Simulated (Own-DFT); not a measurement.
# Which defects push the lattice out? C11b WSi2

Everything here is calculated. The program is Own-DFT (plane waves, in-house, since retired, never reviewed by a person); positions were held fixed, and spin and spin-orbit coupling were off.

All runs used: PBE; PseudoDojo norm-conserving scalar-relativistic files; cutoff 50 hartree; 5 x 5 x 5 k mesh centred on Gamma; cold (Marzari-Vanderbilt) smearing of 0.2 eV.

Limits: forces on such cells failed a check on a denser k mesh; stress not checked against mesh or cutoff.

All runs share one cell, with vectors in Å (-2.148, -5.953, 3.409); (-6.444, 2.976, 1.136); (-2.553, -2.948, -6.757) and a volume of 403.2 Å³. Atoms were moved at random from their sites; u is the rms move along one axis. The defect's site can differ from row to row.

| cell | formula | u (Å) | P (GPa) |
|---|---|---|---|
| no defect | Si20W10 | 0.0204 | 4.52 |
| no defect | Si20W10 | 0.0458 | 5.72 |
| no defect | Si20W10 | 0.0518 | 6.41 |
| one Si on a W site | Si21W9 | 0.0279 | 6.14 |
| one Si on a W site | Si21W9 | 0.0317 | ? |
| one Si on a W site | Si21W9 | 0.0507 | 7.06 |
| one Si on a W site | Si21W9 | 0.0522 | 7.35 |
| one W on a Si site | Si19W11 | 0.0269 | 9.79 |
| one W on a Si site | Si19W11 | 0.0483 | 11.73 |
| one W on a Si site | Si19W11 | 0.0549 | 11.19 |
| one Si vacancy | Si19W10 | 0.0231 | 2.92 |
| one Si vacancy | Si19W10 | 0.0254 | 3.53 |
| one Si vacancy | Si19W10 | 0.0550 | 4.29 |
| one W vacancy | Si20W9 | 0.0297 | 3.70 |
| one W vacancy | Si20W9 | 0.0324 | 3.74 |
| one W vacancy | Si20W9 | 0.0458 | 4.24 |

## Worked fit

P = P0 + c u² + a shift for each defect gives P0 = 4.49 GPa, c = 609 ± 96 GPa/Å² and a scatter of 0.34 GPa. The shifts, and each times the cell's volume:

- one W on a Si site: 5.18 ± 0.28 GPa, 13.0 eV
- one Si on a W site: 1.12 ± 0.28 GPa, 2.8 eV
- one W vacancy: -1.42 ± 0.28 GPa, -3.6 eV
- one Si vacancy: -1.77 ± 0.28 GPa, -4.5 eV

Positive is outwards. The product with the volume (160.2 GPa Å³ to the eV) is nearly free of the cell's size; divided by the bulk modulus at the cell's pressure it gives the volume that the defect adds. The atoms around the defects weren't relaxed, which would change these numbers.

## Check

The question: what pressure belongs in the blank (one Si on a W site, u = 0.0317 Å)?

The fit gives 6.23 ± 0.41 GPa. The hidden result is 6.39 GPa.
